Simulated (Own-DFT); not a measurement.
# Bulk modulus against bond length in tetrahedral crystals

The numbers are computed, not measured, by runs of the plane-wave DFT program Own-DFT (in-house, retired, unreviewed) at fixed positions, with no spin and no spin-orbit coupling.

Caveats (not all hold for every row): forces on such cells moved up to 12 meV/angstrom on a denser k mesh; forces not confirmed at this smearing and k mesh; k mesh not checked against a denser one; forces on such cells passed a denser k mesh, each cell not checked; stress not checked against mesh or cutoff.

All runs are PBE with PseudoDojo norm-conserving files; cutoff and k mesh are each material's own. Every cell starts from measured lattice constants and was given uniform random strains and small random moves of its atoms. Each triple is the change of volume in per cent, the rms move u in Å and the pressure in GPa.

- 2H SiC (C36Si36), 10.36 Å³/atom unstrained: (-3.16, 0.047, 13.47); (-3.12, 0.047, 12.64); (-0.91, 0.050, 8.01); (-0.77, 0.048, 7.24); (-0.50, 0.050, 6.76); (2.11, 0.052, 1.25); (2.78, 0.046, -0.61)
- wurtzite AlN (Al36N36), 10.45 Å³/atom unstrained: (-1.83, 0.052, 9.97); (-1.53, 0.052, 10.09); (-0.89, 0.053, 7.77); (1.29, 0.050, 3.56); (2.21, 0.050, 1.87); (2.29, 0.052, 1.15); (3.40, 0.054, 0.10)
- wurtzite GaN (Ga48N48), 11.42 Å³/atom unstrained: (-3.30, 0.048, 13.99); (-1.96, 0.050, 11.29); (-1.29, 0.051, 10.36); (0.84, 0.047, 5.63); (0.93, 0.046, 5.25); (1.86, 0.050, 3.48); (3.37, 0.050, 0.97)
- diamond silicon (Si64), 20.02 Å³/atom unstrained: (-3.96, 0.048, 6.89); (-3.43, 0.050, 6.28); (-1.76, 0.048, 4.52); (0.78, 0.053, 2.21); (0.86, 0.045, 1.80); (1.05, 0.054, 1.79); (1.81, 0.047, 1.15)
- zincblende InP (In48P48), 25.27 Å³/atom unstrained: withheld
- grey tin (Sn64), 34.15 Å³/atom unstrained: (-2.72, 0.050, 5.36); (-1.82, 0.047, 4.70); (-1.73, 0.044, 4.51); (-1.25, 0.049, 4.39); (0.92, 0.047, 3.13); (1.34, 0.045, 3.00); (1.66, 0.048, 2.85)

## What the rows give

Fit a line to each set against the fractional change of volume; B is minus its slope, and u is nearly the same within a set. To take it to zero pressure, assume that B rises by 4 GPa for each GPa: B0 = B - 4 x (mean pressure). The bond length of an ideal tetrahedral crystal with the unstrained volume v is d = (√3/4)(8 v)^(1/3). Cohen's empirical rule reads B0 = (1971 - 220 L) d^(-3.5) GPa, with L = 0 for group IV crystals and SiC and 1 for III-V compounds.

```
material,L,d (Å),B (GPa),mean P (GPa),B0 (GPa),rule (GPa)
2H SiC (C36Si36),0,1.888,228 ± 6,7.0,200 ± 6,213
wurtzite AlN (Al36N36),1,1.893,202 ± 10,4.9,183 ± 10,188
wurtzite GaN (Ga48N48),1,1.950,200 ± 5,7.3,171 ± 5,169
diamond silicon (Si64),0,2.352,100 ± 2,3.5,86 ± 2,99
zincblende InP (In48P48),1,2.541,?,?,?,67
grey tin (Sn64),0,2.810,55 ± 2,4.0,39 ± 2,53
```

A line through ln[B0/(1971 - 220 L)] against ln d has a slope of -4.2 ± 0.1 and a scatter of 4 %. Against the rule, B0 stands at 94 % for 2H SiC, 97 % for wurtzite AlN, 101 % for wurtzite GaN, 87 % for diamond silicon, 74 % for grey tin. PBE tends to make silicon and heavier crystals too soft, and the rule itself is only a guide.

## Check

The question: what B0 does the fitted trend give for zincblende InP (In48P48)?

The straight line predicts 54 GPa. Its own runs give B = 72 ± 3 GPa at a mean pressure of 4.1 GPa, so B0 = 56 GPa.
